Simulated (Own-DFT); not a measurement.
## Calculated data, Hf$_{32}$O$_{63}$ (monoclinic hafnia with one vacancy, atoms displaced)

A calculation, not a measurement: plane-wave density functional theory by an unreviewed code, no spin, of a simulated periodic cell, stress positive in tension, run twice, with PBE and with PBEsol, both on files made for PBE, so the change isn't that of files made for PBEsol, defect cell not probed for a lower state with spin; hafnium file: forces about 75 meV/angstrom off all-electron values; oxygen file: force components 24 meV/angstrom off all-electron in one glass; forces on such cells passed a denser k mesh, this cell's mesh not checked; the far tail of each file's local potential was reset to the Coulomb form; each entry is a single point on an unrelaxed cell, so the pressure reflects the starting lattice, mostly measured values (interpolated for alloys), from which strain is counted, and rises with the displacements; printed positions are rounded, which can move forces by about a meV/angstrom; the program, named Own-DFT, is a retired in-house code; no spin-orbit coupling; stress was not checked against mesh or cutoff. Program: Own-DFT development build.

```yaml
- formula: Hf32O63
  kind: "monoclinic hafnia with one vacancy, atoms displaced"
  structure:
    cell_angstrom: [[10.234, 0.0, 0.0], [0.0, 10.35, 0.0], [-1.6955, 0.0, 10.4453]]
    atoms_fractional:
      - [Hf, 0.13552, 0.0201, 0.10369]
      - [Hf, 0.35902, 0.27113, 0.14285]
      - [Hf, 0.3559, 0.47415, 0.38798]
      - [Hf, 0.14017, 0.22774, 0.35167]
      - [O, 0.04089, 0.16661, 0.16717]
      - [O, 0.47427, 0.42444, 0.07478]
      - [O, 0.46159, 0.33718, 0.33059]
      - [O, 0.04133, 0.08534, 0.41937]
      - [O, 0.2282, 0.38417, 0.24116]
      - [O, 0.27905, 0.12612, 0.01527]
      - [O, 0.28266, 0.12376, 0.25204]
      - [O, 0.22139, 0.37117, 0.4773]
      - [Hf, 0.14018, 0.01479, 0.60725]
      - [Hf, 0.36284, 0.26611, 0.65268]
      - [Hf, 0.35928, 0.48688, 0.90131]
      - [Hf, 0.13603, 0.23041, 0.84749]
      - [O, 0.02215, 0.16814, 0.67377]
      - [O, 0.46703, 0.41288, 0.57669]
      - [O, 0.45263, 0.33493, 0.82225]
      - [O, 0.04006, 0.08244, 0.92701]
      - [O, 0.22104, 0.38416, 0.73468]
      - [O, 0.27235, 0.13576, 0.51358]
      - [O, 0.27778, 0.11932, 0.75983]
      - [O, 0.22387, 0.37089, 0.98375]
      - [Hf, 0.1402, 0.52807, 0.10984]
      - [Hf, 0.36105, 0.76831, 0.1376]
      - [Hf, 0.35893, 0.98628, 0.39196]
      - [Hf, 0.13993, 0.72543, 0.35006]
      - [O, 0.04011, 0.6707, 0.17542]
      - [O, 0.45597, 0.91196, 0.07806]
      - [O, 0.46227, 0.83045, 0.32666]
      - [O, 0.03018, 0.57962, 0.42539]
      - [O, 0.23016, 0.8778, 0.24315]
      - [O, 0.26982, 0.63541, 0.0106]
      - [O, 0.27488, 0.61389, 0.25751]
      - [O, 0.2267, 0.86668, 0.492]
      - [Hf, 0.13974, 0.51749, 0.6006]
      - [Hf, 0.36496, 0.77345, 0.64833]
      - [Hf, 0.3617, 0.97814, 0.89639]
      - [Hf, 0.14764, 0.73041, 0.85455]
      - [O, 0.04398, 0.65956, 0.67797]
      - [O, 0.47016, 0.92153, 0.57348]
      - [O, 0.46011, 0.83014, 0.82245]
      - [O, 0.0417, 0.58245, 0.92778]
      - [O, 0.22023, 0.87858, 0.72718]
      - [O, 0.27747, 0.62559, 0.51001]
      - [O, 0.27699, 0.61976, 0.75807]
      - [O, 0.22051, 0.87855, 0.98779]
      - [Hf, 0.64662, 0.0224, 0.11386]
      - [Hf, 0.86344, 0.26625, 0.1493]
      - [Hf, 0.87219, 0.48538, 0.40298]
      - [Hf, 0.64696, 0.23002, 0.35645]
      - [O, 0.53652, 0.16015, 0.17838]
      - [O, 0.96741, 0.41846, 0.07734]
      - [O, 0.97065, 0.33284, 0.32876]
      - [O, 0.53892, 0.08626, 0.43305]
      - [O, 0.73152, 0.37909, 0.24115]
      - [O, 0.76611, 0.135, 0.00761]
      - [O, 0.77533, 0.1198, 0.24682]
      - [O, 0.7249, 0.36634, 0.49199]
      - [Hf, 0.64326, 0.01262, 0.6066]
      - [Hf, 0.86043, 0.26854, 0.63816]
      - [Hf, 0.86318, 0.48227, 0.89682]
      - [Hf, 0.6364, 0.2281, 0.85682]
      - [O, 0.54423, 0.1741, 0.67539]
      - [O, 0.96271, 0.41712, 0.57223]
      - [O, 0.96413, 0.33862, 0.82143]
      - [O, 0.52758, 0.09737, 0.92086]
      - [O, 0.72785, 0.38563, 0.751]
      - [O, 0.77785, 0.1305, 0.50929]
      - [O, 0.76652, 0.12554, 0.75846]
      - [O, 0.73106, 0.36605, 0.98577]
      - [Hf, 0.63717, 0.51801, 0.10494]
      - [Hf, 0.85858, 0.77457, 0.15023]
      - [Hf, 0.85636, 0.97278, 0.40197]
      - [Hf, 0.63237, 0.72765, 0.34943]
      - [O, 0.95736, 0.9108, 0.0755]
      - [O, 0.95919, 0.83285, 0.32012]
      - [O, 0.53667, 0.5897, 0.41888]
      - [O, 0.72033, 0.88317, 0.23187]
      - [O, 0.78253, 0.63049, 0.02044]
      - [O, 0.77472, 0.62455, 0.26109]
      - [O, 0.72307, 0.8728, 0.49945]
      - [Hf, 0.64195, 0.51927, 0.60536]
      - [Hf, 0.86051, 0.77005, 0.64707]
      - [Hf, 0.86982, 0.9803, 0.89844]
      - [Hf, 0.64613, 0.72775, 0.85463]
      - [O, 0.54536, 0.66236, 0.67114]
      - [O, 0.96308, 0.91613, 0.57454]
      - [O, 0.95478, 0.82496, 0.81713]
      - [O, 0.53808, 0.5784, 0.93041]
      - [O, 0.72266, 0.87913, 0.74138]
      - [O, 0.76707, 0.62655, 0.5076]
      - [O, 0.76948, 0.61271, 0.75765]
      - [O, 0.7229, 0.87095, 0.98283]
  settings:
    functional: "PBE, then PBEsol"
    potential_files: "PseudoDojo norm-conserving, scalar-relativistic, standard set"
    "wave_cutoff [hartree]": 72.0
    occupations: Fermi-Dirac
    "smearing_width [eV]": 0.1
    k_mesh: "2 x 2 x 2 centred on Gamma"
  results:
    "PBE_pressure [GPa]": 5.62
    "PBE_stress_xx [GPa]": -4.93
    "PBE_stress_yy [GPa]": -5.45
    "PBE_stress_zz [GPa]": -6.5
    "PBE_stress_yz [GPa]": 0.41
    "PBE_stress_xz [GPa]": -0.97
    "PBE_stress_xy [GPa]": -0.63
    "PBEsol_pressure [GPa]": -0.77
    "PBEsol_stress_xx [GPa]": 1.44
    "PBEsol_stress_yy [GPa]": 0.9
    "PBEsol_stress_zz [GPa]": -0.02
    "PBEsol_stress_yz [GPa]": 0.39
    "PBEsol_stress_xz [GPa]": -0.6
    "PBEsol_stress_xy [GPa]": -0.55
    force_element: [Hf, Hf, Hf, Hf, O, O, O, O, O, O, O, O, Hf, Hf, Hf, Hf, O, O, O, O, O, O, O, O, Hf, Hf, Hf, Hf, O, O, O, O, O, O, O, O, Hf, Hf, Hf, Hf, O, O, O, O, O, O, O, O, Hf, Hf, Hf, Hf, O, O, O, O, O, O, O, O, Hf, Hf, Hf, Hf, O, O, O, O, O, O, O, O, Hf, Hf, Hf, Hf, O, O, O, O, O, O, O, Hf, Hf, Hf, Hf, O, O, O, O, O, O, O, O]
    "PBE_force_x [eV/angstrom]": [1.099, 1.187, 1.642, -0.146, -0.669, -2.712, 1.77, -1.495, -0.458, -0.259, -0.56, -0.356, -0.432, 1.868, 0.95, -0.525, 2.6, -0.424, 0.546, -0.415, -0.442, 0.219, -1.055, 0.415, -1.546, 0.532, 1.414, 0.337, -0.659, 1.636, 0.05, 2.552, -0.907, 1.045, 0.101, -0.124, 0.64, 1.222, 1.205, -2.237, -1.394, -1.483, 0.406, 0.189, 0.045, -0.377, 0.544, -0.364, -2.143, 0.614, -3.256, -1.968, -0.668, 0.151, -0.292, -0.073, -0.391, 1.27, 0.734, -0.032, -1.334, -1.735, 0.358, 0.199, -1.203, 0.448, 0.904, -1.413, -0.167, 0.485, 1.802, -0.346, 1.905, -0.604, 1.509, -0.581, 1.624, 0.612, -1.031, 0.07, -0.307, -0.303, 0.647, -1.326, 0.128, -1.74, -1.047, -1.956, 0.237, 1.294, 0.493, 0.329, 1.703, 1.334, -0.109]
    "PBE_force_y [eV/angstrom]": [-0.273, 0.127, 0.979, 0.602, 0.246, -2.122, -1.676, -1.485, -1.122, 0.208, -0.226, 0.197, 2.053, 1.665, -1.65, 1.229, -2.005, 0.145, 0.578, -0.025, -0.987, -1.551, -0.319, 0.082, -1.923, 0.686, -0.968, 0.699, 0.213, 0.916, 0.425, 2.45, 0.092, -0.415, 1.482, 0.739, 0.019, -1.241, 1.186, -0.988, 0.912, -1.116, 0.223, 1.071, -0.731, 0.411, 0.744, -0.87, 0.591, 2.131, -1.717, 0.411, 0.762, -0.286, -0.155, 0.316, -0.359, -1.559, -0.169, 0.333, 2.722, 1.68, -1.205, 1.583, -0.602, -0.291, -0.521, -2.322, -0.615, -1.167, -1.151, 0.984, 1.162, -1.815, 1.226, -0.642, 1.461, 0.438, -0.948, -0.709, -0.227, -0.009, -0.587, -1.596, -1.504, -0.069, -0.575, 1.714, -0.245, 0.907, 1.559, -0.672, 0.65, 1.816, 0.587]
    "PBE_force_z [eV/angstrom]": [0.606, 0.297, 2.639, 0.366, 0.204, 0.858, -1.131, 0.32, -1.604, -0.787, 0.983, 1.029, -2.008, -1.545, -1.6, 0.537, -0.113, -0.24, 1.728, -0.8, 0.258, -0.57, 0.114, 0.87, -1.437, 2.583, 0.947, 1.122, -0.097, -0.546, -0.397, -0.67, -0.604, -0.369, 0.086, -0.462, 0.606, -2.008, 0.536, -0.857, -0.486, 0.624, 0.963, -0.71, 2.113, -0.262, 0.765, -0.91, -3.551, -1.278, -1.951, -0.118, 0.018, 0.678, -0.192, -1.528, 0.028, 0.57, 2.638, -0.345, 0.416, 2.103, 0.496, -1.156, -0.74, 0.947, 0.36, 1.082, -1.597, -1.0, 0.638, 1.269, 0.885, -1.22, -0.826, 0.397, -0.325, 1.836, -0.244, 1.948, -1.407, 0.103, -1.531, -0.599, -0.536, -1.066, 0.15, 0.539, 0.169, 1.88, -1.123, 0.283, 0.554, 0.805, 0.6]
    "PBEsol_force_x [eV/angstrom]": [1.098, 1.122, 1.568, -0.159, -0.643, -2.63, 1.692, -1.431, -0.369, -0.307, -0.598, -0.293, -0.395, 1.846, 0.933, -0.525, 2.538, -0.418, 0.51, -0.402, -0.378, 0.153, -1.083, 0.48, -1.518, 0.348, 1.379, 0.341, -0.615, 1.535, 0.058, 2.492, -0.812, 0.962, 0.009, -0.059, 0.624, 1.169, 1.164, -2.172, -1.328, -1.439, 0.37, 0.209, 0.106, -0.445, 0.456, -0.281, -2.045, 0.577, -3.162, -1.906, -0.624, 0.14, -0.277, -0.057, -0.325, 1.166, 0.636, 0.028, -1.291, -1.693, 0.334, 0.212, -1.182, 0.43, 0.88, -1.368, -0.098, 0.414, 1.682, -0.273, 1.938, -0.598, 1.473, -0.543, 1.566, 0.572, -0.961, 0.147, -0.362, -0.359, 0.699, -1.28, 0.109, -1.707, -0.992, -1.879, 0.216, 1.24, 0.484, 0.383, 1.599, 1.222, -0.028]
    "PBEsol_force_y [eV/angstrom]": [-0.194, 0.126, 0.883, 0.56, 0.239, -2.026, -1.632, -1.442, -1.085, 0.193, -0.212, 0.201, 2.025, 1.674, -1.672, 1.178, -1.916, 0.15, 0.54, -0.053, -0.966, -1.525, -0.299, 0.088, -1.818, 0.847, -0.999, 0.64, 0.208, 0.875, 0.389, 2.351, 0.075, -0.397, 1.438, 0.734, 0.067, -1.157, 1.134, -1.038, 0.901, -1.07, 0.208, 1.033, -0.72, 0.39, 0.739, -0.85, 0.659, 2.123, -1.725, 0.355, 0.75, -0.252, -0.174, 0.283, -0.369, -1.517, -0.148, 0.305, 2.69, 1.675, -1.25, 1.476, -0.566, -0.26, -0.527, -2.271, -0.582, -1.136, -1.115, 0.963, 1.045, -1.723, 1.148, -0.659, 1.445, 0.405, -0.897, -0.674, -0.226, 0.005, -0.547, -1.496, -1.394, -0.14, -0.587, 1.676, -0.221, 0.882, 1.475, -0.674, 0.616, 1.776, 0.564]
    "PBEsol_force_z [eV/angstrom]": [0.547, 0.334, 2.576, 0.359, 0.25, 0.777, -1.147, 0.362, -1.55, -0.75, 0.951, 0.97, -1.993, -1.473, -1.553, 0.492, -0.06, -0.274, 1.632, -0.718, 0.25, -0.559, 0.108, 0.844, -1.426, 2.512, 0.954, 1.05, -0.03, -0.575, -0.445, -0.607, -0.595, -0.356, 0.078, -0.431, 0.582, -1.929, 0.557, -0.865, -0.426, 0.566, 0.875, -0.635, 2.046, -0.264, 0.762, -0.884, -3.453, -1.227, -1.854, -0.118, 0.051, 0.611, -0.234, -1.452, 0.014, 0.574, 2.544, -0.334, 0.369, 2.077, 0.5, -1.155, -0.648, 0.858, 0.309, 1.074, -1.555, -0.975, 0.615, 1.233, 0.745, -1.173, -0.764, 0.536, -0.369, 1.733, -0.207, 1.887, -1.374, 0.098, -1.475, -0.586, -0.481, -1.005, 0.112, 0.577, 0.111, 1.77, -1.031, 0.264, 0.542, 0.789, 0.585]
    "rms_change_of_force_components_from_PBE_to_PBEsol [eV/angstrom]": 0.055
```
